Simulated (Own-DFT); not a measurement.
# Misfit strain and the stress it brings: wurtzite AlGaN with randomly placed atoms, 72 atoms (Al9Ga27N36)

The numbers are computed, not measured, by runs of the plane-wave DFT program Own-DFT (in-house, retired, unreviewed) at fixed positions, with no spin and no spin-orbit coupling.

Settings: PBE; PseudoDojo norm-conserving scalar-relativistic files; cutoff 42 hartree; 4 x 4 x 3 k mesh centred on Gamma; Fermi-Dirac smearing of 0.1 eV.

Caveats: forces on such cells passed a denser k mesh, each cell not checked; stress not checked against mesh or cutoff.

Unstrained cell vectors in Å: (9.509, 0.000, 0.000); (-4.755, 8.235, 0.000); (0.000, 0.000, 10.268). The unstrained cell has measured lattice constants (interpolated for alloys), not those of this functional. That, the random moves and any unrelaxed bonds set the pressure at no strain. Each run strains x and y alike by e, as a substrate would, and holds the height along z. Random moves of width 0.05 Å per axis were added to every atom. The random placing of the alloy's atoms differs from row to row. Stress is positive in tension.

| e (%) | u (Å) | (s_xx + s_yy)/2 (GPa) | s_zz (GPa) |
|---|---|---|---|
| -1.75 | 0.051 | -17.83 | -9.27 |
| -1.50 | 0.050 | -16.03 | -9.51 |
| -1.00 | 0.051 | -13.25 | -9.95 |
| -0.75 | 0.051 | -11.85 | -8.67 |
| -0.50 | 0.049 | -9.73 | -9.25 |
| -0.25 | 0.048 | -8.18 | -8.88 |
| 0.25 | 0.049 | -4.90 | -8.17 |
| 1.75 | 0.052 | ? | ? |
| 2.25 | 0.046 | 4.08 | -4.89 |
| 2.75 | 0.055 | 4.78 | -4.08 |

## Analysis

With e as a fraction, the in-plane stress is -6.7 + 567 e - 4821 e² GPa (errors 15 and 879, scatter 0.47), and s_zz is -8.6 + 98 e + 2609 e² GPa (slope ± 12, scatter 0.38). At e = 0 the first slope is C11 + C12 and the second 2 C13, both with the ions held to the strained lattice and at the cell's own pressure. The term in e² is negative: the layer stiffens under compression and softens under tension. A free layer would change its height as e changes, and the in-plane slope would drop by 2 C13²/C33 to the biaxial modulus. At fixed height, a misfit of 1 % moves the in-plane stress by about 5.7 GPa and s_zz by 1.0 GPa.

## The run left out

Q: what are the two stresses at e = 1.75 %?

The fit gives 1.7 and -6.1 GPa. The hidden result is 0.51 and -3.96 GPa. This run lies off the fit, by chance or by something that the fit leaves out.
